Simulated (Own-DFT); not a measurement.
# Misfit strain and the stress it brings: wurtzite GaN, 72 atoms (Ga36N36)

Calculated, not measured: single-point runs of Own-DFT, a retired in-house plane-wave DFT program that no person has reviewed, on unrelaxed cells, without spin or spin-orbit coupling.

All runs used: PBE; PseudoDojo norm-conserving scalar-relativistic files; cutoff 42 hartree; 4 x 4 x 3 k mesh centred on Gamma; Fermi-Dirac smearing of 0.1 eV.

Known weak points: forces not confirmed at this smearing and k mesh; stress not checked against mesh or cutoff.

Unstrained cell vectors in Å: (9.567, 0.000, 0.000); (-4.784, 8.285, 0.000); (0.000, 0.000, 10.370). The unstrained cell has measured lattice constants (interpolated for alloys), not those of this functional. That, the random moves and any unrelaxed bonds set the pressure at no strain. Each run strains x and y alike by e, as a substrate would, and holds the height along z. Random moves of width 0.05 Å per axis were added to every atom. Stress is positive in tension.

```
e (%)  u (Å)  (s_xx + s_yy)/2 (GPa)  s_zz (GPa)
-2.75  0.052                 -24.59      -13.61
-2.50  0.049                 -21.47      -13.48
-2.25  0.048                 -19.82      -12.85
-1.75  0.047                 -17.31      -10.16
-1.00  0.048                 -12.88      -10.19
 0.50  0.049                  -4.44       -8.00
 0.75  0.050                  -3.18       -6.25
 1.75  0.051                   1.10       -5.42
 2.50  0.046                      ?           ?
 3.00  0.047                   6.32       -3.94
```

## Working it out

With e as a fraction, the in-plane stress is -7.1 + 529 e - 2849 e² GPa (errors 9 and 562, scatter 0.50), and s_zz is -8.5 + 173 e GPa (slope ± 13, scatter 0.76). At e = 0 the first slope is C11 + C12 and the second 2 C13, both with the ions held to the strained lattice and at the cell's own pressure. The term in e² is negative: the layer stiffens under compression and softens under tension. A free layer would change its height as e changes, and the in-plane slope would drop by 2 C13²/C33 to the biaxial modulus. At fixed height, a misfit of 1 % moves the in-plane stress by about 5.3 GPa and s_zz by 1.7 GPa.

## Withheld run

Asked: what are the two stresses at e = 2.50 %?

The fitted form gives 4.4 and -4.2 GPa. The run itself gave 4.32 and -3.71 GPa.
